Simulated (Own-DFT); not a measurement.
# What random displacements cost in beta-Si3N4, 112 atoms (N64Si48)

All numbers below are calculated, not measured. They come from Own-DFT, an in-house plane-wave density functional program, since retired, whose code no person has reviewed. Each row is one single-point run on a periodic cell that was not relaxed, without spin or spin-orbit coupling.

Settings of every run: PBE; PseudoDojo norm-conserving scalar-relativistic files; cutoff 42 hartree; 2 x 2 x 4 k mesh centred on Gamma; Fermi-Dirac smearing of 0.1 eV.

Known limits, some of them of some rows only: some atoms lie very close together; forces on such cells moved up to 12 meV/angstrom on a denser k mesh; stress not checked against mesh or cutoff.

Cell vectors in Å: (15.212, 0.000, 0.000); (-7.606, 13.174, 0.000); (0.000, 0.000, 5.818). In each run every atom was moved at random and independently from its ideal site; u is the rms move along one axis. E is the free energy for each atom above the fitted value at u = 0, and F the rms of the force components.

```
run   u (Å)  E (meV/atom)  F (eV/Å)  largest force (eV/Å)  P (GPa)
  1  0.0194          17.6     0.829                  3.14     5.55
  2  0.0199          20.2     0.887                  2.98     5.65
  3  0.0207          18.7     0.835                  3.05     5.54
  4  0.0470         111.2     1.988                  8.81     7.96
  5  0.0517         121.5     2.106                  9.69     8.16
  6  0.0938             ?         ?                     ?        ?
  7  0.0991         473.0     4.917                 32.02    17.33
  8  0.1063         521.4     4.948                 24.91    17.66
  9  0.1517        1119.2     8.305                 52.01    33.14
```

## Worked fit

For small independent moves the energy grows as E = (3/2) K u², with K the mean stiffness felt by one atom. The runs with u up to 0.11 Å give K = 31.6 ± 0.7 eV/Å², with residuals divided by u² + 0.0006 Å², since the noise grows with the moves. The scatter is 5.4 meV/atom at u = 0.05 Å. The forces follow F = G u with G = 43.9 eV/Å²; no force at u = 0 is resolved. G exceeds K because the moves of its neighbours add to the force on an atom, and stiffness differs between atoms. At u = 0.152 Å the parabola gives 1089 meV/atom and the run 1119. The pressure follows P = 5.18 + 1161 u² GPa: at fixed volume, shortened bonds push harder than stretched ones pull.

## Withheld run

Question: what energy and rms force should run 6 give?

The fit gives 417 ± 19 meV/atom and about 4.12 eV/Å. The calculation gave 476.8 meV/atom and 4.923 eV/Å. This run lies off the fit, by chance or by something that the fit leaves out.
